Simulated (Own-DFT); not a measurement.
## Calculated data, GaN (wurtzite, strained, atoms displaced)

A calculation, not a measurement: plane-wave PBE density functional theory by an unreviewed code, no spin, of a simulated periodic cell, stress positive in tension, free energy of the whole cell less one offset for each atom, forces on such cells passed a denser k mesh, this cell's mesh not checked; offsets are fitted by least squares, one for each functional and potential file, so energies compare only between cells with the same atoms and settings and are not formation energies; the far tail of each file's local potential was reset to the Coulomb form; each entry is a single point on an unrelaxed cell, so the pressure reflects the starting lattice, mostly measured values (interpolated for alloys), from which strain is counted, and rises with the displacements; printed positions are rounded, which can move forces by about a meV/angstrom; the program, named Own-DFT, is a retired in-house code; no spin-orbit coupling. Program: Own-DFT development build.

Settings shared by all entries: functional PBE; potential files PseudoDojo norm-conserving, scalar-relativistic, standard set with the stringent files for Ga; wave cutoff 96 hartree; occupations Gaussian; smearing width 0.01 eV; k mesh 3 x 4 x 3 centred on Gamma.

(1) 
```xyz
96
Lattice="12.7560 0.0000 0.0000 -4.7835 8.2853 0.0000 0.0000 0.0000 10.2404" Properties=species:S:1:pos:R:3:force_x:R:1:force_y:R:1:force_z:R:1 formula=GaN free_energy_of_cell_above_offsets=-4.766 pressure=9.39 stress_xx=-7.08 stress_yy=-7.96 stress_zz=-13.12 stress_yz=0.04 stress_xz=0.46 stress_xy=0.16
Ga    -0.0092     1.8217     0.0308      0.632      0.049     -0.643
Ga     1.6720     0.9024     2.5652     -0.583      0.418     -0.537
N      0.0077     1.7951     1.9282      0.063      0.491      0.655
N      1.5460     1.0024     4.4527      1.364     -1.675      0.738
Ga     0.0674     1.8987     5.1317     -1.133     -0.297       0.36
Ga     1.6929     0.9481     7.6813     -1.493     -0.668     -1.063
N     -0.0197     1.7462     7.0729       1.24      1.625     -0.303
N      1.5595     0.8568     9.5060      0.594      0.556      2.748
Ga    -1.5478     4.5974    10.2269     -0.306      0.515     -0.375
Ga     0.0424     3.6808     2.5622     -0.576     -0.451      -0.56
N     -1.6123     4.7334     1.8830      0.787     -2.396      0.495
N     -0.0044     3.7025     4.4858      -0.24      0.265      0.341
Ga    -1.6556     4.5664     5.0478      1.137     -0.186      1.699
Ga     0.0328     3.6721     7.7078     -0.489     -0.248     -0.784
N     -1.5977     4.6761     7.1461      0.659     -1.569     -1.738
N     -0.0037     3.6793     9.5995      0.473     -0.629       0.71
Ga    -3.1715     7.2745     0.0726      0.143      0.869      -1.92
Ga    -1.5584     6.3995     2.6504     -0.391      1.804     -0.925
N     -3.1939     7.3526     1.9128      0.453     -0.135      1.781
N     -1.6168     6.3706     4.5409      0.117      1.203     -0.105
Ga    -3.2705     7.3005     5.0989      3.039      2.453      0.206
Ga    -1.6369     6.4475     7.6641      0.816      1.316      0.217
N     -3.1648     7.3987     6.9835      -0.61     -0.259      0.676
N     -1.5444     6.4535     9.5995     -0.731     -0.366      0.157
Ga     3.1668     1.8506     0.0122     -0.222     -1.212      0.108
Ga     4.8472     0.8705     2.6215     -1.235      0.305      -1.36
N      3.2893     1.8401     1.9670     -0.954     -0.379     -0.769
N      4.7487     0.9040     4.4369     -0.031      -0.37      2.391
Ga     3.2112     1.8157     5.1644     -0.664      0.524     -1.816
Ga     4.7581     0.9826     7.6788      0.621     -1.089      0.149
N      3.2178     1.8413     7.0252     -0.252      1.011      0.942
N      4.7400     0.8520     9.6090      0.173      1.578     -0.314
Ga     1.6300     4.5618    10.2101     -0.922     -0.001      0.711
Ga     3.2593     3.6725     2.4599     -0.518      0.293      1.848
N      1.6134     4.5477     1.9271      0.246      0.669     -0.276
N      3.1280     3.6895     4.5432      1.527     -0.603     -0.915
Ga     1.6014     4.5984     5.1158     -0.263      0.428      0.393
Ga     3.2522     3.6762     7.7184     -0.517       0.51     -0.821
N      1.5963     4.6705     7.1222      0.363     -1.867     -0.931
N      3.2317     3.6945     9.6648     -0.458     -0.974     -0.827
Ga    -0.0051     7.3907     0.0101       0.36      -1.33      0.227
Ga     1.5731     6.4581     2.5486      0.429     -0.785     -0.825
N     -0.0117     7.3930     1.9678     -0.092     -0.993     -0.291
N      1.6653     6.4169     4.4190     -0.618      0.303      1.523
Ga     0.0500     7.3312     5.0824     -0.274      0.067      0.455
Ga     1.6067     6.4364     7.6843     -0.545      1.573      0.384
N     -0.0585     7.4589     7.0192      0.955     -1.071      0.236
N      1.6055     6.3468     9.6494      -0.56      1.416     -0.352
Ga     6.3269     1.8530    10.1591      0.491     -2.183      2.028
Ga     7.9339     0.8937     2.6316      0.055      0.467     -1.629
N      6.2685     1.8296     2.0187      2.497      0.823     -1.816
N      7.8981     0.9079     4.4961      1.042     -0.249      1.385
Ga     6.3007     1.8352     5.1317      0.643     -0.051     -0.694
Ga     7.9030     1.0195     7.6961      1.337      -1.38     -1.148
N      6.3419     1.9067     7.0389     -0.055     -0.816      0.222
N      7.9433     0.7974     9.5560     -0.033      1.848      1.257
Ga     4.8027     4.5066    10.2336      1.171      2.307      0.261
Ga     6.3376     3.7299     2.5797      1.419     -1.528     -0.834
N      4.8652     4.6529     1.9375     -1.363     -1.326     -0.996
N      6.3538     3.6376     4.4363      0.416      1.127      1.761
Ga     4.7836     4.6414     5.1270     -0.348     -2.119     -0.233
Ga     6.4334     3.6828     7.6741     -1.219      0.163      0.933
N      4.8392     4.5625     7.0253     -0.372       0.51      0.976
N      6.3813     3.5997     9.6712      0.831      1.764     -1.301
Ga     3.1251     7.3277     0.0777      1.036      -0.43     -1.985
Ga     4.8244     6.3743     2.5520     -0.343      2.096     -0.716
N      3.1815     7.3161     1.9014      0.336      0.438      1.917
N      4.7484     6.3396     4.4399      1.681      1.994      0.398
Ga     3.2925     7.3187     5.1011     -1.443      0.781      0.813
Ga     4.7594     6.4327     7.6899      0.564     -0.523       0.62
N      3.2384     7.3414     7.1285     -1.196      1.051     -1.551
N      4.8291     6.4694     9.6281     -0.836     -1.092      0.036
Ga     9.5567     1.8381    10.2144     -0.409     -0.941      0.974
Ga    11.1370     0.8937     2.6299      0.787     -0.137     -0.516
N      9.5999     1.8012     1.9962     -0.902      0.733     -0.857
N     11.1656     0.9567     4.5803      0.986     -0.915     -0.946
Ga     9.6188     1.8246     5.1118     -1.704     -0.104     -0.117
Ga    11.1760     0.8825     7.6755     -0.555      0.327     -0.106
N      9.6230     1.8757     7.0094     -0.808     -0.487      1.073
N     11.1781     0.9600     9.6113     -0.573      0.157     -0.438
Ga     8.1190     4.5399    10.2293     -3.682      1.955      0.676
Ga     9.6183     3.7461     2.5708     -0.298     -1.268     -1.096
N      8.0008     4.5480     1.9191     -0.284      0.605       0.39
N      9.6130     3.6070     4.4337     -1.288      1.095       1.21
Ga     7.9628     4.6466     5.1685     -0.089     -1.482     -1.324
Ga     9.6489     3.6812     7.6457     -0.751     -0.167      0.624
N      7.9600     4.5014     7.0558      1.431      1.856      0.083
N      9.5391     3.6691     9.6574      2.681      -1.08     -1.614
Ga     6.3793     7.4367    10.1397      0.185     -1.152      1.413
Ga     7.9543     6.4095     2.5327      0.236      0.235     -0.364
N      6.4014     7.3591     1.9133     -0.302     -0.007      0.218
N      8.0177     6.4912     4.5171     -2.162     -1.945     -1.199
Ga     6.4495     7.3880     5.1358     -1.374      0.011     -0.952
Ga     7.9824     6.4850     7.6203     -0.061     -0.438      0.778
N      6.3116     7.3560     6.9966      0.896     -0.395      1.089
N      7.9749     6.4591     9.5995      0.213     -0.812     -0.401
```

Units: free_energy_of_cell_above_offsets in eV; pressure, stress_xx, stress_yy, stress_zz, stress_yz, stress_xz, stress_xy in GPa; force_x, force_y, force_z in eV/Å.

(2) 
```xyz
96
Lattice="12.7560 0.0000 0.0000 -4.7835 8.2853 0.0000 0.0000 0.0000 10.2404" Properties=species:S:1:pos:R:3:force_x:R:1:force_y:R:1:force_z:R:1 formula=GaN free_energy_of_cell_above_offsets=-4.987 pressure=9.27 stress_xx=-8.3 stress_yy=-6.47 stress_zz=-13.03 stress_yz=0.24 stress_xz=-0.01 stress_xy=1
Ga    -0.0001     1.8527     0.0558     -0.337     -0.372     -1.918
Ga     1.6036     1.0109     2.5316      0.103     -1.196      -0.08
N     -0.0108     1.8310     1.8906     -0.588      0.593      1.988
N      1.5882     0.9716     4.5128     -0.145       -0.4     -0.644
Ga    -0.0027     1.8316     5.1726     -0.393      0.623     -0.696
Ga     1.5105     0.8988     7.6573      0.616      0.298      0.212
N     -0.0713     1.7960     7.0642       0.06      0.965      0.277
N      1.5406     0.9254     9.5562      0.529     -0.304        1.1
Ga    -1.6322     4.6889     0.0735     -0.031     -1.253     -1.384
Ga    -0.0315     3.7675     2.5387      0.232     -1.581       0.63
N     -1.6292     4.6505     1.9841      0.045     -0.793      -0.46
N     -0.0017     3.7180     4.5093      0.168     -0.262     -0.019
Ga    -1.5790     4.5927     5.1991     -0.651     -0.007     -1.449
Ga    -0.0284     3.7457     7.7102      0.936     -1.248     -0.949
N     -1.6035     4.6157     7.0914      0.143     -0.612     -0.201
N      0.0473     3.6543     9.5695     -2.584     -0.032      0.818
Ga    -3.2115     7.3671     0.0231     -0.673        0.7     -1.286
Ga    -1.4721     6.4233     2.5922     -3.618        0.1      0.095
N     -3.1434     7.3596     1.8441      0.096      0.354      2.722
N     -1.6581     6.4576     4.4581      2.032     -0.486      1.183
Ga    -3.1229     7.4157     5.0557       -1.9     -0.521      0.713
Ga    -1.6247     6.3887     7.6303      0.043      1.598      1.211
N     -3.2271     7.3303     7.0815      2.061      1.187     -1.515
N     -1.6974     6.4716     9.6036      1.631     -0.324     -0.282
Ga     3.2114     1.7779     0.0226     -0.457      1.484     -1.344
Ga     4.8119     0.8651     2.6207     -0.122        0.9     -0.618
N      3.2552     1.8716     1.9212     -0.227     -1.057      0.761
N      4.7770     0.9524     4.5329      0.342     -1.247     -0.051
Ga     3.1960     1.7969     5.1255      -0.37      0.825      0.305
Ga     4.7934     0.9346     7.6749      0.001      0.051     -0.309
N      3.1342     1.8258     7.0846       0.48     -1.366     -0.938
N      4.8298     0.8852     9.5913     -0.566     -0.085      0.583
Ga     1.4597     4.5808    10.2121      3.398      0.333     -0.406
Ga     3.1326     3.6821     2.6196      0.509      0.008     -2.214
N      1.5777     4.5388     1.8584     -0.266      1.299      1.303
N      3.1391     3.6520     4.4466      1.054     -0.122      1.793
Ga     1.6606     4.6156     5.1128     -1.101     -0.407      0.354
Ga     3.1850     3.6167     7.5538      0.441       0.95      2.602
N      1.6703     4.6183     7.0627     -1.662       0.03     -0.405
N      3.2129     3.6894     9.5895     -0.438     -0.389     -0.031
Ga    -0.0276     7.3722     0.0628     -0.823     -0.044     -1.489
Ga     1.5331     6.4821     2.4969      2.176     -1.698      1.159
N     -0.0256     7.2681     1.9603      0.927      2.508     -0.521
N      1.6043     6.4327     4.5460     -0.075      0.494      -1.26
Ga     0.0018     7.2976     5.1871     -0.223       0.72     -1.371
Ga     1.5578     6.4460     7.6693      1.168     -0.256      0.904
N      0.0244     7.3303     7.0479     -1.068      0.604      0.699
N      1.4883     6.4583     9.6548      0.698     -0.426      -0.45
Ga     6.3742     1.8096     0.0147      0.371      0.315     -0.397
Ga     8.0341     0.9639     2.5465     -0.976     -0.504       0.58
N      6.4208     1.8623     1.9444     -0.535     -1.528     -0.013
N      7.9386     0.9727     4.5451      0.123     -1.209     -0.951
Ga     6.3466     1.8925     5.1426      0.306     -0.152     -0.538
Ga     8.0391     0.9029     7.6938     -1.184      0.502      0.479
N      6.3867     1.9344     7.0138      0.045     -2.005      1.149
N      8.0038     0.8654     9.6775     -0.999      0.171      -0.63
Ga     4.8674     4.5919     0.0181     -2.275      0.138     -0.158
Ga     6.3260     3.6419     2.5509      0.179      0.884      0.106
N      4.7344     4.5266     1.9645        0.4      1.439     -0.067
N      6.4140     3.6942     4.4651     -1.285     -0.458      0.139
Ga     4.8091     4.5975     5.0907     -0.228     -1.051      0.079
Ga     6.4151     3.6676     7.7179     -0.416      1.374     -1.856
N      4.7427     4.5878     7.0141      0.851      -0.46     -0.428
N      6.3207     3.6558     9.5323      1.464     -0.445      2.274
Ga     3.1505     7.2833     0.0260      0.485      0.002      -1.24
Ga     4.7298     6.5204     2.6177      1.121     -1.828     -2.174
N      3.1935     7.3460     1.9142     -0.841      0.762       0.91
N      4.7632     6.3670     4.4460       0.05      1.465      1.453
Ga     3.2046     7.3603     5.1011     -0.306      0.448      0.757
Ga     4.7141     6.4009     7.5803      1.902     -0.627      1.322
N      3.2312     7.3674     7.1617     -1.915      0.448     -2.012
N      4.7444     6.4079     9.5434      0.544      0.354      0.657
Ga     9.4942     1.8503     0.0350      1.246     -0.364     -0.387
Ga    11.0848     0.8911     2.6073      2.059     -0.231      -0.46
N      9.6204     1.8270     1.9652     -0.767       0.73     -0.353
N     11.1196     0.9520     4.5287      0.932     -1.121     -0.503
Ga     9.5593     1.7453     5.1769     -0.384      1.829     -1.169
Ga    11.1008     0.8497     7.6974      0.437      0.213     -0.519
N      9.5673     1.7912     7.0139      0.139      0.689      1.581
N     11.1274     0.9361     9.5956       0.12      0.255       0.57
Ga     7.9528     4.6216    10.1900      0.117     -1.489      0.703
Ga     9.5401     3.6856     2.5466      0.463      -0.14      1.497
N      7.9620     4.5104     1.9904     -0.512      1.127     -1.552
N      9.5340     3.7144     4.5942      1.987     -1.821     -1.313
Ga     7.9718     4.5032     5.0875     -0.229      1.846      1.028
Ga     9.5420     3.6938     7.6188      0.035      -0.76       0.63
N      7.9926     4.6136     7.0534     -0.525      0.488      0.185
N      9.5836     3.6133     9.5836     -0.204      1.343      0.409
Ga     6.3626     7.4045    10.1604     -0.817     -0.724      0.748
Ga     7.9687     6.4463     2.5200      0.891     -0.554      0.207
N      6.3950     7.3344     1.9159      -0.96      0.493      0.076
N      8.0793     6.3487     4.4603     -1.167      1.423      0.093
Ga     6.3855     7.3245     5.0606      1.076     -0.308     -0.164
Ga     8.0239     6.5639     7.6969     -1.986     -2.612      0.165
N      6.3966     7.2980     6.9702     -0.649      0.449      0.878
N      7.9344     6.4076     9.6658       0.25       1.07     -0.911
```

Units: free_energy_of_cell_above_offsets in eV; pressure, stress_xx, stress_yy, stress_zz, stress_yz, stress_xz, stress_xy in GPa; force_x, force_y, force_z in eV/Å.

(3) 
```xyz
96
Lattice="12.7560 0.0000 0.0000 -4.7835 8.2853 0.0000 0.0000 0.0000 10.2404" Properties=species:S:1:pos:R:3:force_x:R:1:force_y:R:1:force_z:R:1 formula=GaN free_energy_of_cell_above_offsets=-3.664 pressure=9.79 stress_xx=-7.59 stress_yy=-7.21 stress_zz=-14.55 stress_yz=-0.22 stress_xz=0.06 stress_xy=0.14
Ga    -0.1027     1.8288    10.2172      2.272       0.64      0.702
Ga     1.6209     0.9199     2.4893     -0.958      1.048      1.344
N     -0.0358     1.9014     1.9600      0.779     -1.546     -1.302
N      1.6108     0.9554     4.5554      2.051     -1.518     -2.103
Ga     0.1358     1.7760     5.1394     -3.068      1.535      -1.26
Ga     1.6191     0.9369     7.6695      0.078       0.03     -0.032
N      0.0820     1.8354     6.9716     -0.707      0.738      2.051
N      1.6373     0.9621     9.5549     -1.057     -0.919      1.467
Ga    -1.5609     4.6476    10.2371     -0.351     -1.883     -0.582
Ga    -0.0594     3.6413     2.6088      1.111       1.41     -1.473
N     -1.6122     4.6151     1.9283      0.596      0.227     -0.368
N      0.0398     3.6759     4.4238     -0.018      0.221       2.29
Ga    -1.6187     4.5809     5.1013      1.173     -0.515      0.245
Ga     0.0572     3.7362     7.7050     -0.087     -0.479     -2.669
N     -1.5695     4.5666     7.0310     -0.236      0.631      0.359
N      0.0174     3.6286     9.5100     -0.564      0.879      2.637
Ga    -3.1303     7.3187     0.0168     -2.976       2.09     -0.956
Ga    -1.5937     6.4566     2.4612      0.244      0.069      1.472
N     -3.1917     7.4371     1.8902      0.113     -1.019      0.763
N     -1.6195     6.3924     4.4822      1.166      0.639     -0.813
Ga    -3.0514     7.3806     5.1382     -1.997      0.326     -0.162
Ga    -1.4941     6.4759     7.5892     -3.656     -2.098      1.572
N     -3.1383     7.4272     7.0515     -0.198     -1.325      0.234
N     -1.7483     6.4079     9.6179      3.759     -0.188     -1.328
Ga     3.1973     1.8435    10.2187      0.134     -1.038      0.433
Ga     4.8259     0.9327     2.6039      0.291      0.183     -1.918
N      3.1936     1.8417     1.9699      0.804     -1.176     -1.016
N      4.7505     0.9049     4.4230      0.152      0.225      2.813
Ga     3.1771     1.8537     5.1652      0.455      0.727     -0.841
Ga     4.8354     0.9093     7.6483     -0.807      0.232      0.685
N      3.1839     1.9079     7.0547      1.099     -2.183      0.133
N      4.8159     0.8914     9.6090     -0.331      0.023      0.082
Ga     1.5867     4.5920    10.1948     -0.871      0.164        0.3
Ga     3.2126     3.5722     2.5604     -0.574      2.512      0.981
N      1.6607     4.5805     1.8474     -0.675      0.402      1.402
N      3.2057     3.7537     4.5987     -0.319     -1.328      -2.16
Ga     1.6341     4.7083     5.0883     -0.871     -1.194      0.638
Ga     3.2161     3.6008     7.7507     -0.204       2.26     -1.148
N      1.6704     4.6070     7.0528      -0.58      0.576      0.184
N      3.0779     3.6195     9.6295      1.808      0.697      0.018
Ga    -0.0735     7.3116     0.0368      0.801      0.581     -1.069
Ga     1.6473     6.5086     2.5551     -0.971     -1.664     -0.274
N      0.0237     7.3929     1.9307     -0.281     -0.282      0.105
N      1.6029     6.4907     4.4653     -0.142      0.523      0.452
Ga    -0.0229     7.3631     5.1803      0.343     -0.289     -2.151
Ga     1.5765     6.4918     7.7707      1.432     -0.936     -4.306
N     -0.0331     7.3045     7.0479      2.508      2.158     -0.016
N      1.6195     6.4316     9.5089     -0.586      0.259      4.387
Ga     6.3969     1.8959     0.0161     -0.457     -0.402     -0.284
Ga     7.9817     0.9438     2.4894      0.924     -0.565       1.08
N      6.4830     1.8653     1.9397     -2.369      0.816      0.007
N      7.9030     0.9198     4.4326      1.321     -0.119      0.794
Ga     6.3897     1.8110     5.1509     -0.228       0.62     -0.804
Ga     8.0109     0.9143     7.5866      0.133     -1.696      1.587
N      6.4534     1.7877     7.1006     -1.426      0.595     -0.882
N      7.9558     0.9262     9.6706     -0.951     -0.906     -1.631
Ga     4.6671     4.5544     0.0393      1.144       0.45     -1.953
Ga     6.3345     3.7328     2.6012      1.647     -0.638      0.019
N      4.8213     4.6119     1.8681     -0.781      -0.74      1.669
N      6.3741     3.7333     4.5580      0.108     -0.563     -0.389
Ga     4.7569     4.6085     5.1756      0.684      0.522      -1.62
Ga     6.4134     3.6673     7.6192     -0.851      0.419      0.674
N      4.7377     4.5865     6.9721       1.22     -0.078      3.516
N      6.3410     3.7043     9.6108      0.108      0.163     -0.283
Ga     3.2126     7.3763     0.0016      -0.08      -0.48     -0.484
Ga     4.7661     6.3536     2.6011     -0.048      1.635     -0.175
N      3.1638     7.3645     1.9177       1.29      0.005     -0.071
N      4.8600     6.4652     4.5293     -1.724     -1.008      -0.83
Ga     3.2312     7.3703     5.1239      -0.06      0.236     -0.381
Ga     4.8742     6.4405     7.7392     -0.699     -0.417     -1.986
N      3.2844     7.3094     7.0302     -1.188      0.661      0.782
N      4.8620     6.4260     9.5712     -1.728     -0.407       1.69
Ga     9.4529     1.8154    10.1668      2.151      1.732      1.241
Ga    11.1774     0.8817     2.4739     -0.616       1.31      1.476
N      9.5641     1.8438     1.9626      0.459      0.584     -1.078
N     11.2251     0.8800     4.4377     -0.303       0.57      0.736
Ga     9.6325     1.8203     5.1551     -0.324      0.057     -1.211
Ga    11.2621     1.0060     7.7181     -1.058     -0.358     -1.608
N      9.4858     1.8711     7.0745      2.282      0.322     -0.138
N     11.1565     0.9587     9.5966     -1.128     -0.851      0.317
Ga     7.9845     4.6663     0.0196      -0.11     -1.825     -0.197
Ga     9.5760     3.7332     2.5583      0.381      -1.65       0.76
N      8.0711     4.5998     1.9388     -2.011      0.926      0.094
N      9.5522     3.7371     4.5366     -0.161     -0.998     -0.691
Ga     7.9946     4.6833     5.1499     -0.171     -0.502     -0.943
Ga     9.4816     3.7333     7.6950        2.9     -1.098     -0.591
N      8.0398     4.5701     7.0422     -2.423       1.62     -0.241
N      9.5994     3.7045     9.5299     -0.533     -0.287      2.227
Ga     6.3277     7.3921    10.2343      1.245     -0.337      0.333
Ga     8.0285     6.4497     2.5847     -1.034      0.288     -0.474
N      6.2907     7.4091     1.9414      1.066     -2.006     -0.594
N      7.9579     6.5173     4.5008       1.81     -0.782     -0.051
Ga     6.3938     7.3090     5.0925      0.184      2.111      0.631
Ga     7.9474     6.4195     7.6748      0.589       0.94     -0.081
N      6.3672     7.4314     7.0365       0.84     -0.437      0.467
N      7.9660     6.3882     9.6215     -0.106      2.144     -0.232
```

Units: free_energy_of_cell_above_offsets in eV; pressure, stress_xx, stress_yy, stress_zz, stress_yz, stress_xz, stress_xy in GPa; force_x, force_y, force_z in eV/Å.
